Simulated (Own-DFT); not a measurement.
# Computed records: GaP (zincblende, strained, atoms displaced)

All values are calculated (Own-DFT development build). A calculation, not a measurement: plane-wave PBE density functional theory by an unreviewed code, no spin, of a simulated periodic cell, stress positive in tension, free energy of the whole cell less one offset for each atom, forces on such cells passed a denser k mesh, this cell's mesh not checked; offsets are fitted by least squares, one for each functional and potential file, so energies compare only between cells with the same atoms and settings and are not formation energies; the far tail of each file's local potential was reset to the Coulomb form; each entry is a single point on an unrelaxed cell, so the pressure reflects the starting lattice, mostly measured values (interpolated for alloys), from which strain is counted, and rises with the displacements; printed positions are rounded, which can move forces by about a meV/angstrom; the program, named Own-DFT, is a retired in-house code; no spin-orbit coupling.

Common to all runs: functional PBE; potential files PseudoDojo norm-conserving, scalar-relativistic, standard set; wave cutoff 42 hartree; occupations Fermi-Dirac; smearing width 0.1 eV; k mesh 3 x 3 x 3 centred on Gamma.

(1) GaP (zincblende, strained, atoms displaced)

```cif
# cell vector a (Å): 10.9085 -0.0089 -0.1270
# cell vector b (Å): -0.0089 10.9008 -0.0840
# cell vector c (Å): -0.1270 -0.0840 10.7707
data_GaP
_symmetry_space_group_name_H-M 'P 1'
_symmetry_Int_Tables_number 1
_cell_length_a 10.9092
_cell_length_b 10.9011
_cell_length_c 10.7718
_cell_angle_alpha 90.888
_cell_angle_beta 91.342
_cell_angle_gamma 90.088
_cell_volume 1280.50
loop_
_atom_site_label
_atom_site_type_symbol
_atom_site_fract_x
_atom_site_fract_y
_atom_site_fract_z
_atom_site_occupancy
Ga1 Ga 0.00389 0.99446 0.99790 1
Ga2 Ga 0.99999 0.25239 0.24800 1
Ga3 Ga 0.25378 0.00018 0.24730 1
Ga4 Ga 0.25060 0.24905 0.00469 1
P1 P 0.12146 0.13282 0.12386 1
P2 P 0.13303 0.37176 0.37924 1
P3 P 0.37136 0.12751 0.37414 1
P4 P 0.37473 0.36915 0.11838 1
Ga5 Ga 0.00138 0.99785 0.50281 1
Ga6 Ga 0.00305 0.24810 0.74153 1
Ga7 Ga 0.25174 0.99227 0.74838 1
Ga8 Ga 0.25235 0.25263 0.50353 1
P5 P 0.13573 0.12513 0.62719 1
P6 P 0.12596 0.37485 0.87112 1
P7 P 0.37595 0.12460 0.87630 1
P8 P 0.37116 0.37031 0.63007 1
Ga9 Ga 0.00086 0.50950 0.00452 1
Ga10 Ga 0.00313 0.74902 0.25519 1
Ga11 Ga 0.25125 0.49872 0.24153 1
Ga12 Ga 0.25454 0.74135 0.99035 1
P9 P 0.11712 0.61451 0.12839 1
P10 P 0.11942 0.88027 0.37727 1
P11 P 0.37689 0.62662 0.36974 1
P12 P 0.37462 0.87447 0.12266 1
Ga13 Ga 0.00500 0.51021 0.50264 1
Ga14 Ga 0.00121 0.74351 0.74749 1
Ga15 Ga 0.24478 0.50403 0.74994 1
Ga16 Ga 0.25493 0.74407 0.49214 1
P13 P 0.12496 0.62209 0.62935 1
P14 P 0.12581 0.87721 0.88060 1
P15 P 0.38607 0.62066 0.87883 1
P16 P 0.36355 0.86936 0.61238 1
Ga17 Ga 0.50043 0.00087 0.99216 1
Ga18 Ga 0.50090 0.25068 0.25303 1
Ga19 Ga 0.75586 0.00130 0.24898 1
Ga20 Ga 0.73991 0.25552 0.99991 1
P17 P 0.62520 0.12406 0.12551 1
P18 P 0.62543 0.37223 0.37327 1
P19 P 0.87568 0.12675 0.37357 1
P20 P 0.87743 0.36878 0.12397 1
Ga21 Ga 0.49667 0.99707 0.50425 1
Ga22 Ga 0.50620 0.25554 0.75672 1
Ga23 Ga 0.75035 0.00386 0.75135 1
Ga24 Ga 0.74368 0.24739 0.51016 1
P21 P 0.62514 0.11354 0.62696 1
P22 P 0.62497 0.37344 0.87507 1
P23 P 0.87780 0.11598 0.87507 1
P24 P 0.87618 0.37131 0.62806 1
Ga25 Ga 0.49417 0.50342 0.00179 1
Ga26 Ga 0.50388 0.75469 0.25366 1
Ga27 Ga 0.75065 0.49999 0.24592 1
Ga28 Ga 0.74453 0.74934 0.00482 1
P25 P 0.62708 0.62778 0.13156 1
P26 P 0.61742 0.87714 0.37450 1
P27 P 0.87546 0.63241 0.37385 1
P28 P 0.87460 0.87668 0.12515 1
Ga29 Ga 0.50211 0.49837 0.49420 1
Ga30 Ga 0.49955 0.75163 0.74800 1
Ga31 Ga 0.75043 0.50019 0.75147 1
Ga32 Ga 0.75210 0.75320 0.49967 1
P29 P 0.62770 0.62408 0.62176 1
P30 P 0.61645 0.87734 0.87467 1
P31 P 0.87223 0.62868 0.87419 1
P32 P 0.87448 0.87708 0.63027 1
```

* free energy of cell above offsets: -32.751 eV
* pressure: 4.39 GPa
* stress xx: -4.07 GPa
* stress yy: -4.08 GPa
* stress zz: -5.02 GPa
* stress yz: -1.94 GPa
* stress xz: -2.79 GPa
* stress xy: -0.19 GPa

Force:
```tsv
element	x (eV/Å)	y (eV/Å)	z (eV/Å)
Ga	-0.593	0.617	0.827
Ga	0.127	-0.206	0.91
Ga	-0.846	0.006	-0.123
Ga	-0.74	-0.447	-1.29
P	0.444	-1.063	0.068
P	-0.845	1.084	-0.533
P	0.7	-0.017	0.428
P	0.776	0.983	0.997
Ga	-0.459	0.744	0.378
Ga	-0.041	-0.616	0.94
Ga	0.014	0.314	0.375
Ga	-0.042	-0.848	-0.233
P	-0.764	-0.281	-0.365
P	-0.24	0.313	0.758
P	-0.213	0.297	-0.509
P	1.097	1.247	-0.027
Ga	-1.354	-2.103	-1.672
Ga	-0.343	0.302	-0.685
Ga	0.174	-0.707	0.718
Ga	-0.587	0.301	1.148
P	1.723	2.299	0.506
P	1.329	-0.56	-0.405
P	0.181	-0.571	-0.328
P	0.202	-0.19	-0.211
Ga	-0.913	-1.55	-0.885
Ga	-0.296	0.935	0.575
Ga	0.955	-0.948	0.644
Ga	-1.759	-0.356	-0.414
P	0.825	1.314	-0.535
P	0.529	-1.157	-1.092
P	-1.283	0.825	-1.724
P	1.475	0.543	1.659
Ga	-0.454	0.126	1.183
Ga	-0.377	-0.621	-0.504
Ga	-0.759	-0.151	0.172
Ga	1.151	-1.376	0.258
P	-0.132	0.088	-0.043
P	0.566	0.478	0.346
P	0.164	0.311	0.813
P	-0.42	1.264	-0.395
Ga	-0.597	0.086	-0.73
Ga	-1.089	-1.482	-1.006
Ga	-0.078	-1.13	0.444
Ga	0.365	-0.271	-0.834
P	-0.558	1.471	0.204
P	0.234	1.811	0.416
P	0.033	1.646	0.227
P	-0.116	0.943	-0.555
Ga	1.351	-1.173	0.921
Ga	-0.927	-0.44	-0.784
Ga	0.511	-0.56	0.49
Ga	0.128	0.389	-0.579
P	-0.594	-0.296	-0.52
P	1.592	0.708	0.584
P	-0.06	-0.801	0.245
P	0.503	-0.483	-0.042
Ga	-0.564	-0.296	0.554
Ga	-0.278	-0.282	-0.645
Ga	-0.027	-0.366	-0.196
Ga	-0.45	0.165	-0.007
P	-0.138	0.22	0.188
P	1.386	-0.336	-0.293
P	0.105	0.031	0.483
P	0.297	-0.176	-0.297
```

(2) GaP (zincblende, strained, atoms displaced)

```cif
# cell vector a (Å): 11.0077 -0.1369 -0.1524
# cell vector b (Å): -0.1369 10.6944 0.0208
# cell vector c (Å): -0.1524 0.0208 10.7424
data_GaP
_symmetry_space_group_name_H-M 'P 1'
_symmetry_Int_Tables_number 1
_cell_length_a 11.0096
_cell_length_b 10.6953
_cell_length_c 10.7435
_cell_angle_alpha 89.767
_cell_angle_beta 91.607
_cell_angle_gamma 91.447
_cell_volume 1264.15
loop_
_atom_site_label
_atom_site_type_symbol
_atom_site_fract_x
_atom_site_fract_y
_atom_site_fract_z
_atom_site_occupancy
Ga1 Ga 0.99983 0.00328 0.00231 1
Ga2 Ga 0.99937 0.25498 0.23674 1
Ga3 Ga 0.24944 0.00318 0.25920 1
Ga4 Ga 0.25672 0.24926 0.00530 1
P1 P 0.12602 0.12128 0.12616 1
P2 P 0.12162 0.37620 0.36807 1
P3 P 0.37320 0.12636 0.37324 1
P4 P 0.37292 0.37824 0.13293 1
Ga5 Ga 0.99608 0.00208 0.50516 1
Ga6 Ga 0.00120 0.24641 0.75180 1
Ga7 Ga 0.23948 0.99804 0.75107 1
Ga8 Ga 0.24996 0.24524 0.49667 1
P5 P 0.12058 0.13177 0.63796 1
P6 P 0.12840 0.37030 0.87035 1
P7 P 0.37394 0.11644 0.87340 1
P8 P 0.37784 0.37812 0.63666 1
Ga9 Ga 0.00928 0.50116 0.00402 1
Ga10 Ga 0.99873 0.75287 0.25225 1
Ga11 Ga 0.24845 0.49772 0.24303 1
Ga12 Ga 0.24940 0.74506 0.00709 1
P9 P 0.12220 0.62489 0.13536 1
P10 P 0.12647 0.87951 0.37629 1
P11 P 0.38350 0.62247 0.37353 1
P12 P 0.37409 0.88101 0.12449 1
Ga13 Ga 0.99763 0.49654 0.49658 1
Ga14 Ga 0.98680 0.74332 0.74569 1
Ga15 Ga 0.25135 0.50572 0.75463 1
Ga16 Ga 0.24464 0.75287 0.50212 1
P13 P 0.12679 0.62404 0.61383 1
P14 P 0.12809 0.87958 0.88000 1
P15 P 0.38638 0.62387 0.87770 1
P16 P 0.37275 0.88141 0.62589 1
Ga17 Ga 0.50157 0.00273 0.00594 1
Ga18 Ga 0.49769 0.24875 0.24724 1
Ga19 Ga 0.75241 0.99908 0.24854 1
Ga20 Ga 0.74510 0.25542 0.99092 1
P17 P 0.62424 0.13410 0.13257 1
P18 P 0.62241 0.37178 0.37870 1
P19 P 0.87092 0.13253 0.37852 1
P20 P 0.87451 0.37707 0.12516 1
Ga21 Ga 0.49843 0.99790 0.50044 1
Ga22 Ga 0.50803 0.24510 0.75013 1
Ga23 Ga 0.74819 0.99498 0.74877 1
Ga24 Ga 0.75270 0.25064 0.49877 1
P21 P 0.63076 0.12406 0.62694 1
P22 P 0.62514 0.37376 0.87810 1
P23 P 0.87084 0.12833 0.87792 1
P24 P 0.86991 0.37284 0.62273 1
Ga25 Ga 0.50748 0.49839 0.00074 1
Ga26 Ga 0.49647 0.75188 0.25485 1
Ga27 Ga 0.75020 0.50894 0.24744 1
Ga28 Ga 0.75301 0.74743 0.00086 1
P25 P 0.61962 0.62547 0.12083 1
P26 P 0.62761 0.87509 0.38689 1
P27 P 0.87751 0.62466 0.38218 1
P28 P 0.87221 0.88721 0.12377 1
Ga29 Ga 0.50031 0.49530 0.49971 1
Ga30 Ga 0.49659 0.74667 0.75146 1
Ga31 Ga 0.75321 0.50710 0.75139 1
Ga32 Ga 0.74126 0.74460 0.50450 1
P29 P 0.62771 0.62205 0.62211 1
P30 P 0.63181 0.86882 0.87516 1
P31 P 0.87669 0.61817 0.87677 1
P32 P 0.87738 0.87582 0.62790 1
```

* free energy of cell above offsets: -32.175 eV
* pressure: 5.52 GPa
* stress xx: -4.19 GPa
* stress yy: -6.41 GPa
* stress zz: -5.94 GPa
* stress yz: 0.68 GPa
* stress xz: -2.17 GPa
* stress xy: -1.82 GPa

Force:
```tsv
element	x (eV/Å)	y (eV/Å)	z (eV/Å)
Ga	0.061	-0.039	-0.829
Ga	0.111	-1.028	0.893
Ga	-0.087	-0.608	-1.259
Ga	-0.26	-0.495	-0.777
P	0.208	0.825	0.291
P	0.41	-0.237	0.683
P	0.783	0.224	0.828
P	0.744	0.046	-1.093
Ga	0.416	0.399	-0.451
Ga	-1.393	0.746	0.173
Ga	0.891	0.047	-0.296
Ga	-0.194	0.867	0.705
P	0.661	-0.752	-1.819
P	0.158	0.828	1.201
P	0.439	0.965	0.302
P	-0.277	-0.463	-0.935
Ga	-0.397	-0.978	-0.687
Ga	-0.496	0.303	0.062
Ga	0.326	0.288	1.367
Ga	0.263	0.22	-0.556
P	0.196	0.811	-0.578
P	-0.703	0.041	0.486
P	-1.597	0.065	0.516
P	-0.125	-0.364	0.965
Ga	0.311	-0.751	0.143
Ga	1.867	0.162	0.374
Ga	-0.095	-0.212	-0.503
Ga	1.264	-0.065	-0.813
P	-0.641	-0.187	1.728
P	-1.253	-1.503	0.092
P	-1.492	0.09	0.711
P	-0.279	-0.557	0.499
Ga	0.507	-0.259	-0.67
Ga	-0.024	0.365	0.661
Ga	-0.712	0.509	0.914
Ga	0.914	-0.767	1.384
P	0.515	-0.646	-0.82
P	0.357	0.512	-0.566
P	1.043	-0.578	-0.761
P	-0.639	0.695	-0.682
Ga	0.182	0.531	0.037
Ga	-0.806	-0.271	0.061
Ga	0.495	0.089	0.241
Ga	-0.896	-0.277	-0.117
P	-0.47	0.073	-0.409
P	-0.317	1.109	-0.983
P	0.196	-0.316	-0.176
P	0.941	0.723	1.04
Ga	-0.923	-1.001	-0.161
Ga	0.565	0.48	-0.62
Ga	-0.204	-0.841	0.323
Ga	0.17	-0.171	-0.019
P	0.875	1.089	1.157
P	-0.296	0.34	-1.417
P	-0.716	0.903	-0.585
P	0.386	-1.512	0.237
Ga	-0.107	-0.376	0.186
Ga	0.732	0.618	-0.87
Ga	-0.616	-1.407	-0.565
Ga	1.654	0.474	-0.292
P	-1.113	-0.071	1.162
P	-0.953	0.605	0.299
P	0.462	0.757	1.04
P	-1.023	-0.069	-0.449
```

(3) GaP (zincblende, strained, atoms displaced)

```cif
# cell vector a (Å): 10.8824 0.0464 0.2111
# cell vector b (Å): 0.0464 10.8191 0.0354
# cell vector c (Å): 0.2111 0.0354 11.0795
data_GaP
_symmetry_space_group_name_H-M 'P 1'
_symmetry_Int_Tables_number 1
_cell_length_a 10.8845
_cell_length_b 10.8193
_cell_length_c 11.0816
_cell_angle_alpha 89.625
_cell_angle_beta 87.796
_cell_angle_gamma 89.506
_cell_volume 1303.96
loop_
_atom_site_label
_atom_site_type_symbol
_atom_site_fract_x
_atom_site_fract_y
_atom_site_fract_z
_atom_site_occupancy
Ga1 Ga 0.00971 0.00509 0.99412 1
Ga2 Ga 0.00406 0.24005 0.24814 1
Ga3 Ga 0.24585 0.00186 0.24621 1
Ga4 Ga 0.25147 0.24985 0.99438 1
P1 P 0.12591 0.12165 0.11914 1
P2 P 0.11980 0.37098 0.37271 1
P3 P 0.37150 0.12705 0.37540 1
P4 P 0.37417 0.36792 0.12966 1
Ga5 Ga 0.00263 0.99236 0.49801 1
Ga6 Ga 0.99241 0.23966 0.75284 1
Ga7 Ga 0.24673 0.00428 0.75178 1
Ga8 Ga 0.25204 0.24542 0.50382 1
P5 P 0.12017 0.12669 0.63517 1
P6 P 0.12661 0.37604 0.88196 1
P7 P 0.37332 0.12170 0.88538 1
P8 P 0.37484 0.37697 0.63294 1
Ga9 Ga 0.99860 0.50202 0.00286 1
Ga10 Ga 0.00392 0.75242 0.24578 1
Ga11 Ga 0.24748 0.49774 0.25205 1
Ga12 Ga 0.25294 0.75013 0.99765 1
P9 P 0.12919 0.63094 0.12652 1
P10 P 0.13304 0.86648 0.38355 1
P11 P 0.37943 0.62086 0.38876 1
P12 P 0.37529 0.87502 0.12497 1
Ga13 Ga 0.99280 0.50888 0.50241 1
Ga14 Ga 0.01430 0.74600 0.74555 1
Ga15 Ga 0.24691 0.49948 0.76393 1
Ga16 Ga 0.24934 0.74728 0.49969 1
P13 P 0.11886 0.62634 0.62691 1
P14 P 0.11963 0.87685 0.87583 1
P15 P 0.37768 0.62884 0.87711 1
P16 P 0.37679 0.87761 0.62285 1
Ga17 Ga 0.50140 0.00196 0.99962 1
Ga18 Ga 0.49614 0.25335 0.25227 1
Ga19 Ga 0.74281 0.99083 0.24488 1
Ga20 Ga 0.74843 0.25058 0.00814 1
P17 P 0.62227 0.12416 0.12361 1
P18 P 0.62638 0.38088 0.37676 1
P19 P 0.87077 0.12869 0.37383 1
P20 P 0.87849 0.37633 0.13087 1
Ga21 Ga 0.49918 0.99275 0.49468 1
Ga22 Ga 0.49217 0.25197 0.74542 1
Ga23 Ga 0.75487 0.00279 0.74871 1
Ga24 Ga 0.75305 0.24412 0.49339 1
P21 P 0.62740 0.11733 0.61884 1
P22 P 0.62354 0.38267 0.87584 1
P23 P 0.86869 0.12944 0.87495 1
P24 P 0.87687 0.37683 0.62570 1
Ga25 Ga 0.50573 0.49622 0.99878 1
Ga26 Ga 0.49917 0.75575 0.25591 1
Ga27 Ga 0.74891 0.49643 0.25625 1
Ga28 Ga 0.74848 0.75180 0.99670 1
P25 P 0.62486 0.63306 0.12151 1
P26 P 0.62276 0.87226 0.37442 1
P27 P 0.87688 0.62648 0.36479 1
P28 P 0.87613 0.88378 0.11789 1
Ga29 Ga 0.49088 0.50284 0.49722 1
Ga30 Ga 0.49408 0.74553 0.74649 1
Ga31 Ga 0.75403 0.49902 0.75054 1
Ga32 Ga 0.74176 0.74753 0.49402 1
P29 P 0.62885 0.62096 0.62185 1
P30 P 0.62544 0.87735 0.87056 1
P31 P 0.87360 0.62543 0.87373 1
P32 P 0.87226 0.87074 0.62623 1
```

- free energy of cell above offsets: -32.672 eV
- pressure: 2.94 GPa
- stress xx: -3.26 GPa
- stress yy: -3.59 GPa
- stress zz: -1.96 GPa
- stress yz: 0.42 GPa
- stress xz: 3.85 GPa
- stress xy: 1.42 GPa

Force:
```tsv
element	x (eV/Å)	y (eV/Å)	z (eV/Å)
Ga	-1.507	0.477	0.279
Ga	-0.385	0.835	0.052
Ga	0.351	-0.254	0.52
Ga	-0.105	0.574	1.074
P	0.24	0.224	0.173
P	0.209	0.063	0.807
P	0.31	-0.883	-0.182
P	-0.159	0.827	-0.883
Ga	-0.568	0.729	0.52
Ga	0.348	2.04	-0.015
Ga	0.497	-0.207	0.208
Ga	-0.651	0.943	0.393
P	0.521	-0.777	-1.445
P	-1.023	-0.778	-0.278
P	0.337	-0.079	-1.678
P	-0.886	0.192	-0.925
Ga	0.01	0.487	0.131
Ga	-0.295	0.873	0.155
Ga	0.296	0.284	0.185
Ga	-0.229	0.755	0.261
P	0.025	-0.923	-0.375
P	-0.83	0.833	-1.673
P	-1.428	0.981	-2.498
P	-0.048	-0.089	0.115
Ga	0.332	-0.445	-0.572
Ga	-2.278	1.446	1.353
Ga	0.347	0.712	-0.921
Ga	0.63	-0.091	1.261
P	1.875	-1.629	-0.946
P	1.186	-0.951	-0.598
P	-0.236	-1.019	0.061
P	-0.846	-0.547	0.418
Ga	0.283	-0.377	0.175
Ga	0.806	-0.086	0.281
Ga	0.499	1.162	0.218
Ga	0.111	0.945	-0.361
P	-0.275	-0.146	0.626
P	-0.853	-1.207	0.376
P	0.928	-2.047	-0.87
P	-0.226	-0.645	-0.239
Ga	-0.081	1.183	0.231
Ga	1.181	-0.749	0.816
Ga	-0.372	-0.098	-0.059
Ga	-0.761	1.401	1.221
P	-0.545	0.545	0.306
P	0.565	-1.8	-0.69
P	-0.009	-0.862	0.83
P	-0.217	-0.903	-0.205
Ga	-0.931	1	1.152
Ga	-0.334	-0.703	-0.519
Ga	0.193	1.061	-1.136
Ga	0.319	0.643	-0.123
P	-0.22	-1.046	0.847
P	0.161	-0.084	-0.229
P	-0.382	0.104	0.775
P	0.357	-0.953	0.108
Ga	1.81	-1.124	1.721
Ga	1.028	0.729	-0.31
Ga	-0.17	0.409	-0.005
Ga	1.099	0.094	0.324
P	-0.776	-0.263	0.279
P	-0.305	-0.361	-0.048
P	0.68	-0.028	-0.091
P	0.399	-0.395	-0.38
```

(4) GaP (zincblende, strained, atoms displaced)

```cif
# cell vector a (Å): 11.0845 0.1199 -0.1048
# cell vector b (Å): 0.1199 10.9353 0.1428
# cell vector c (Å): -0.1048 0.1428 10.9544
data_GaP
_symmetry_space_group_name_H-M 'P 1'
_symmetry_Int_Tables_number 1
_cell_length_a 11.0856
_cell_length_b 10.9369
_cell_length_c 10.9558
_cell_angle_alpha 88.511
_cell_angle_beta 91.082
_cell_angle_gamma 88.759
_cell_volume 1327.30
loop_
_atom_site_label
_atom_site_type_symbol
_atom_site_fract_x
_atom_site_fract_y
_atom_site_fract_z
_atom_site_occupancy
Ga1 Ga 0.99906 0.00141 0.99521 1
Ga2 Ga 0.99565 0.25466 0.25181 1
Ga3 Ga 0.25291 0.00297 0.24955 1
Ga4 Ga 0.24457 0.25098 0.99537 1
P1 P 0.12341 0.12254 0.12893 1
P2 P 0.13257 0.37501 0.37550 1
P3 P 0.37674 0.12167 0.37881 1
P4 P 0.37627 0.37879 0.12736 1
Ga5 Ga 0.99884 0.00396 0.49164 1
Ga6 Ga 0.99996 0.25417 0.73630 1
Ga7 Ga 0.25427 0.00147 0.74443 1
Ga8 Ga 0.25395 0.24786 0.50439 1
P5 P 0.12583 0.13095 0.62728 1
P6 P 0.12533 0.38017 0.88390 1
P7 P 0.37446 0.12782 0.87749 1
P8 P 0.36814 0.37662 0.62226 1
Ga9 Ga 0.00492 0.49471 0.99677 1
Ga10 Ga 0.00372 0.74759 0.25597 1
Ga11 Ga 0.24376 0.49622 0.24815 1
Ga12 Ga 0.25992 0.75668 0.00883 1
P9 P 0.12340 0.63090 0.12738 1
P10 P 0.12725 0.87411 0.37038 1
P11 P 0.37771 0.61993 0.36761 1
P12 P 0.37686 0.87914 0.11325 1
Ga13 Ga 0.99823 0.50544 0.49992 1
Ga14 Ga 0.99700 0.75088 0.74416 1
Ga15 Ga 0.25560 0.50499 0.74994 1
Ga16 Ga 0.25556 0.75091 0.49963 1
P13 P 0.12041 0.63047 0.61825 1
P14 P 0.12229 0.87046 0.88477 1
P15 P 0.37512 0.62477 0.87593 1
P16 P 0.37614 0.87390 0.62807 1
Ga17 Ga 0.50101 0.99750 0.99801 1
Ga18 Ga 0.50826 0.25050 0.25382 1
Ga19 Ga 0.75057 0.00410 0.24896 1
Ga20 Ga 0.74927 0.24908 0.00680 1
P17 P 0.61703 0.12193 0.13522 1
P18 P 0.62940 0.36412 0.37481 1
P19 P 0.87431 0.12143 0.37356 1
P20 P 0.87357 0.36467 0.12622 1
Ga21 Ga 0.49398 0.00359 0.50412 1
Ga22 Ga 0.49803 0.25131 0.75689 1
Ga23 Ga 0.74799 0.99810 0.75339 1
Ga24 Ga 0.74374 0.25437 0.49046 1
P21 P 0.61956 0.12642 0.62356 1
P22 P 0.62452 0.36882 0.87338 1
P23 P 0.86981 0.13111 0.87250 1
P24 P 0.87023 0.37229 0.62183 1
Ga25 Ga 0.50455 0.49606 0.00211 1
Ga26 Ga 0.50123 0.74898 0.25834 1
Ga27 Ga 0.76167 0.50508 0.24635 1
Ga28 Ga 0.75574 0.74238 0.00131 1
P25 P 0.62666 0.62289 0.12561 1
P26 P 0.62003 0.88384 0.36830 1
P27 P 0.87745 0.62520 0.37813 1
P28 P 0.87340 0.88061 0.12389 1
Ga29 Ga 0.49312 0.50088 0.49708 1
Ga30 Ga 0.49290 0.74782 0.74340 1
Ga31 Ga 0.74071 0.49378 0.75399 1
Ga32 Ga 0.74769 0.74944 0.49960 1
P29 P 0.62508 0.62029 0.62332 1
P30 P 0.62344 0.87656 0.87625 1
P31 P 0.87337 0.62318 0.87064 1
P32 P 0.88315 0.87714 0.61689 1
```

- free energy of cell above offsets: -33.071 eV
- pressure: 1.38 GPa
- stress xx: -0.81 GPa
- stress yy: -1.8 GPa
- stress zz: -1.55 GPa
- stress yz: 2.2 GPa
- stress xz: -2.03 GPa
- stress xy: 2.01 GPa

Force:
```tsv
element	x (eV/Å)	y (eV/Å)	z (eV/Å)
Ga	-0.078	0.217	0.425
Ga	1.232	-0.991	0.665
Ga	0.216	-0.482	-0.048
Ga	0.734	-0.574	1.338
P	-0.339	0.737	-0.605
P	-1.29	-0.117	0.313
P	-0.598	0.925	-0.737
P	-0.163	-0.67	-0.235
Ga	1.144	-0.472	0.691
Ga	0.053	-0.064	1.767
Ga	-0.529	-0.273	1.227
Ga	-0.133	-0.225	-0.431
P	-0.103	-0.766	-0.848
P	0.08	-0.297	-2.397
P	-0.286	-0.163	-0.333
P	0.792	0.119	0.543
Ga	-0.93	0.919	1.041
Ga	-0.523	0.499	-0.498
Ga	0.59	0.371	-0.253
Ga	-1.085	-1.236	-0.876
P	0.093	-0.447	-0.523
P	0.257	0.444	0.385
P	-1.002	0.623	0.201
P	0.518	0.141	2.179
Ga	0.587	-1.183	0.344
Ga	0.571	-0.101	0.797
Ga	-0.941	-0.09	0.019
Ga	-0.135	-0.235	-0.263
P	0.716	-0.292	0.611
P	0.305	0.294	-1.434
P	0.185	0.285	0.223
P	-0.664	0.507	-1.012
Ga	0.428	0.552	0.002
Ga	-1.26	-0.062	0.026
Ga	0.315	-0.629	0.04
Ga	-0.492	-0.823	-0.171
P	0.403	0.258	-1.58
P	-1.326	3.13	-1.309
P	-0.545	1.148	-0.282
P	0.004	1.781	-0.63
Ga	0.915	-0.679	0.243
Ga	-0.186	-0.286	-0.89
Ga	0.267	0.141	-0.525
Ga	1.677	-2.062	2.027
P	0.336	0.183	0.224
P	-0.239	0.365	0.795
P	0.451	-0.115	-0.195
P	-0.393	0.933	-0.551
Ga	-0.093	0.081	-0.108
Ga	0.109	0.306	-1.155
Ga	-0.516	-0.801	0.35
Ga	-0.283	0.698	0.085
P	-0.144	0.31	0.033
P	0.278	-0.517	1.039
P	-0.64	0.549	-0.631
P	0.151	-0.661	0.142
Ga	1.015	-0.811	0.336
Ga	1.295	-0.529	1.158
Ga	1.021	0.164	-0.237
Ga	-0.017	0.443	-0.133
P	-0.596	0.434	-0.237
P	0.101	-0.858	-0.361
P	0.055	-0.358	-0.093
P	-1.364	0.312	0.312
```
